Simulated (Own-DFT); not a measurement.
# One host, several defects: zincblende GaAs

The numbers are computed, not measured, by runs of the plane-wave DFT program Own-DFT (in-house, retired, unreviewed) at fixed positions, with no spin and no spin-orbit coupling.

Method: PBE; PseudoDojo norm-conserving scalar-relativistic files; cutoff 42 hartree; 3 x 3 x 3 k mesh centred on Gamma; Fermi-Dirac smearing of 0.1 eV.

Limits (not all hold for every row): not probed for a lower state with spin; forces not confirmed at this smearing and k mesh; stress not checked against mesh or cutoff.

All runs share one cell, with vectors in Å (10.862, 0.000, 0.000); (0.000, 10.862, 0.000); (0.000, 0.000, 11.796) and a volume of 1391.7 Å³, strained against the parent crystal. Atoms were moved at random from their sites; u is the rms move along one axis. The defect's site can differ from row to row.

```
                             cell     formula   u (Å)  P (GPa)
                        no defect    As32Ga32  0.0317     6.72
                        no defect    As32Ga32  0.0520     7.08
                        no defect    As32Ga32  0.0537     7.10
              one Al on a Ga site  AlAs32Ga31  0.0313     6.68
              one Al on a Ga site  AlAs32Ga31  0.0506     7.05
              one Al on a Ga site  AlAs32Ga31  0.0518     7.04
one As vacancy and one Ga vacancy    As31Ga31  0.0291     5.89
one As vacancy and one Ga vacancy    As31Ga31  0.0307     5.86
one As vacancy and one Ga vacancy    As31Ga31  0.0520     6.28
              one In on a Ga site  As32Ga31In  0.0281     7.35
              one In on a Ga site  As32Ga31In  0.0309     7.35
              one In on a Ga site  As32Ga31In  0.0309     7.41
              one P on an As site   As31Ga32P  0.0298     6.40
              one P on an As site   As31Ga32P  0.0302        ?
              one P on an As site   As31Ga32P  0.0509     6.82
              one P on an As site   As31Ga32P  0.0526     6.80
```

## Analysis

P = P0 + c u² + a shift for each defect gives P0 = 6.49 GPa, c = 217 ± 10 GPa/Å² and a scatter of 0.03 GPa. The shifts, and each times the cell's volume:

- one In on a Ga site: 0.69 ± 0.03 GPa, 6.0 eV
- one Al on a Ga site: -0.02 ± 0.02 GPa, -0.1 eV (not resolved)
- one P on an As site: -0.27 ± 0.02 GPa, -2.3 eV
- one As vacancy and one Ga vacancy: -0.81 ± 0.02 GPa, -7.0 eV

Positive is outwards. The product with the volume (160.2 GPa Å³ to the eV) is nearly free of the cell's size; divided by the bulk modulus at the cell's pressure it gives the volume that the defect adds. The atoms around the defects weren't relaxed, which would change these numbers.

## The run left out

Q: what pressure belongs in the blank (one P on an As site, u = 0.0302 Å)?

The fitted form gives 6.42 ± 0.03 GPa. The hidden result is 6.38 GPa.
